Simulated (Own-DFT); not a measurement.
# How much smaller does PBEsol make it? C11b WSi2, 30 atoms (Si20W10)

The numbers are computed, not measured, by runs of the plane-wave DFT program Own-DFT (in-house, retired, unreviewed) at fixed positions, with no spin and no spin-orbit coupling.

Keep in mind: forces on such cells failed a check on a denser k mesh; stress not checked against mesh or cutoff.

Each geometry was run with PBE and with PBEsol, otherwise alike: PseudoDojo norm-conserving scalar-relativistic files made for PBE; cutoff 50 hartree; 5 x 5 x 5 k mesh centred on Gamma; cold (Marzari-Vanderbilt) smearing of 0.2 eV. Unstrained cell vectors in Å: (-2.149, -5.953, 3.409); (-6.444, 2.976, 1.136); (-2.553, -2.948, -6.757). Each has a uniform strain, of which the change of volume is shown, and random moves of rms u per axis.

```
run  volume change (%)   u (Å)  P with PBE (GPa)  P with PBEsol (GPa)
  1               2.95  0.0480              0.46                -3.49
  2               0.46  0.0505              5.07                 1.02
  3              -1.97  0.0502             11.38                 7.18
  4              -2.49  0.0461             12.42                 8.18
  5              -5.17  0.0523             20.91                16.54
  6               1.42  0.0503              3.87                -0.15
  7              -0.98  0.0500              9.75                 5.60
  8               0.44  0.0435              4.80                 0.71
  9              -1.68  0.0506             11.60                 7.41
 10               0.59  0.0509              5.48                 1.40
 11               1.15  0.0486              4.22                    ?
```

Q: by how much does PBEsol shrink this cell, and what belongs in the blank?

## Working it out

Write v for the change of volume as a fraction. Fitted to v and u², the PBE pressure has a slope of -246 ± 10 GPa in v, with the ions held to the strained lattice. The difference PBEsol less PBE is -4.10 + 5.3 v GPa (slope ± 0.2) and averages -4.13 GPa. Divided by the mean slope of the two, 243 GPa, that makes PBEsol's volume at a given pressure, near 7 GPa, about 1.7 % smaller, or 0.57 % in lengths. At one volume PBEsol's slope is the smaller by 5 GPa, but its pressure there is lower too. If stiffness rises by about 4 GPa for each GPa, PBEsol at equal pressure is stiffer by about 11 GPa. Files made for PBEsol would give a different shift.

For run 11 the line gives 0.18 GPa. DFT gave 0.18 GPa.
